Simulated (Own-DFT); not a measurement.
# What a defect does to the pressure of its cell: D0_22 TiAl3

The numbers are computed, not measured, by runs of the plane-wave DFT program Own-DFT (in-house, retired, unreviewed) at fixed positions, with no spin and no spin-orbit coupling.

All runs used: PBE; PseudoDojo norm-conserving scalar-relativistic files; cutoff 42 hartree; 4 x 4 x 4 k mesh centred on Gamma; cold (Marzari-Vanderbilt) smearing of 0.2 eV.

Caveats: forces on such cells failed a check on a denser k mesh; stress not checked against mesh or cutoff.

All runs share one cell, with vectors in Å (-2.365, -6.981, 4.326); (-7.667, 3.491, 1.442); (-2.950, -3.488, -7.241) and a volume of 625.4 Å³. u is the rms random offset of the atoms per axis. The defect's site can differ from row to row.

```
cell,formula,u (Å),P (GPa)
no defect,Al30Ti10,0.0199,1.97
no defect,Al30Ti10,0.0201,1.98
no defect,Al30Ti10,0.0534,2.89
two Al vacancies,Al28Ti10,0.0302,1.20
two Al vacancies,Al28Ti10,0.0321,1.19
two Al vacancies,Al28Ti10,0.0554,1.77
two Ti on an Al site each,Al28Ti12,0.0292,3.10
two Ti on an Al site each,Al28Ti12,0.0472,3.51
two Ti on an Al site each,Al28Ti12,0.0547,3.75
two Al on a Ti site each,Al32Ti8,0.0277,2.88
two Al on a Ti site each,Al32Ti8,0.0306,?
two Al on a Ti site each,Al32Ti8,0.0470,3.36
two Al on a Ti site each,Al32Ti8,0.0479,3.27
one Ti vacancy,Al30Ti9,0.0303,1.95
one Ti vacancy,Al30Ti9,0.0468,2.35
one Ti vacancy,Al30Ti9,0.0505,2.48
```

## Analysis

P = P0 + c u² + a shift for each defect gives P0 = 1.89 GPa, c = 321 ± 16 GPa/Å² and a scatter of 0.05 GPa. The shifts, and each times the cell's volume:

- two Ti on an Al site each: 0.91 ± 0.05 GPa, 3.6 eV (1.8 eV for each of its 2 sites)
- two Al on a Ti site each: 0.72 ± 0.05 GPa, 2.8 eV (1.4 eV for each of its 2 sites)
- one Ti vacancy: -0.24 ± 0.05 GPa, -0.9 eV
- two Al vacancies: -1.04 ± 0.05 GPa, -4.1 eV (-2.0 eV for each of its 2 sites)

Positive is outwards. The product with the volume (160.2 GPa Å³ to the eV) is nearly free of the cell's size; divided by the bulk modulus at the cell's pressure it gives the volume that the defect adds. The atoms around the defects weren't relaxed, which would change these numbers.

## Test on the hidden row

Q: what pressure belongs in the blank (two Al on a Ti site each, u = 0.0306 Å)?

The fit gives 2.91 ± 0.06 GPa. The run itself gave 2.93 GPa.
